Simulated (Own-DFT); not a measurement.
# A layer strained by its substrate: diamond-structure GeSn with randomly placed atoms, 64 atoms (Ge52Sn12)

No measurement is shown. These are fixed-geometry runs of a retired plane-wave code named Own-DFT, which no person has reviewed; spin and spin-orbit coupling are neglected.

Common settings: PBE; PseudoDojo norm-conserving scalar-relativistic files; cutoff 49 hartree; 3 x 3 x 3 k mesh centred on Gamma; Fermi-Dirac smearing of 0.1 eV.

Keep in mind: forces on such cells moved up to 12 meV/angstrom on a denser k mesh; stress not checked against mesh or cutoff.

Unstrained cell vectors in Å: (11.628, 0.000, 0.000); (0.000, 11.628, 0.000); (0.000, 0.000, 11.628). The unstrained cell has measured lattice constants (interpolated for alloys), not those of this functional. That, the random moves and any unrelaxed bonds set the pressure at no strain. Each run strains x and y alike by e, as a substrate would, and holds the height along z. Random moves of width 0.05 Å per axis were added to every atom. The random placing of the alloy's atoms differs from row to row. Stress is positive in tension.

| e (%) | u (Å) | (s_xx + s_yy)/2 (GPa) | s_zz (GPa) |
|---|---|---|---|
| -2.25 | 0.048 | -9.91 | -8.65 |
| -2.00 | 0.050 | -8.90 | -7.98 |
| 0.25 | 0.054 | -5.29 | -5.27 |
| 0.50 | 0.051 | ? | ? |
| 0.75 | 0.052 | -4.42 | -4.78 |
| 1.00 | 0.052 | -3.90 | -4.28 |
| 1.50 | 0.051 | -3.14 | -3.66 |
| 1.75 | 0.050 | -2.53 | -3.32 |
| 2.00 | 0.052 | -2.48 | -3.37 |
| 3.00 | 0.049 | -1.20 | -2.56 |

## Analysis

With e as a fraction, the in-plane stress is -5.5 + 169 e - 713 e² GPa (errors 4 and 270, scatter 0.21), and s_zz is -5.4 + 121 e - 719 e² GPa (slope ± 4, scatter 0.17). At e = 0 the first slope is C11 + C12 and the second 2 C12, both with the ions held to the strained lattice and at the cell's own pressure. A free layer would change its height as e changes, and the in-plane slope would drop by 2 C12²/C11 to the biaxial modulus. At fixed height, a misfit of 1 % moves the in-plane stress by about 1.7 GPa and s_zz by 1.2 GPa.

## Check

Q: what are the two stresses at e = 0.50 %?

From the fit: -4.7 and -4.9 GPa. The calculation gave -4.48 and -4.79 GPa.
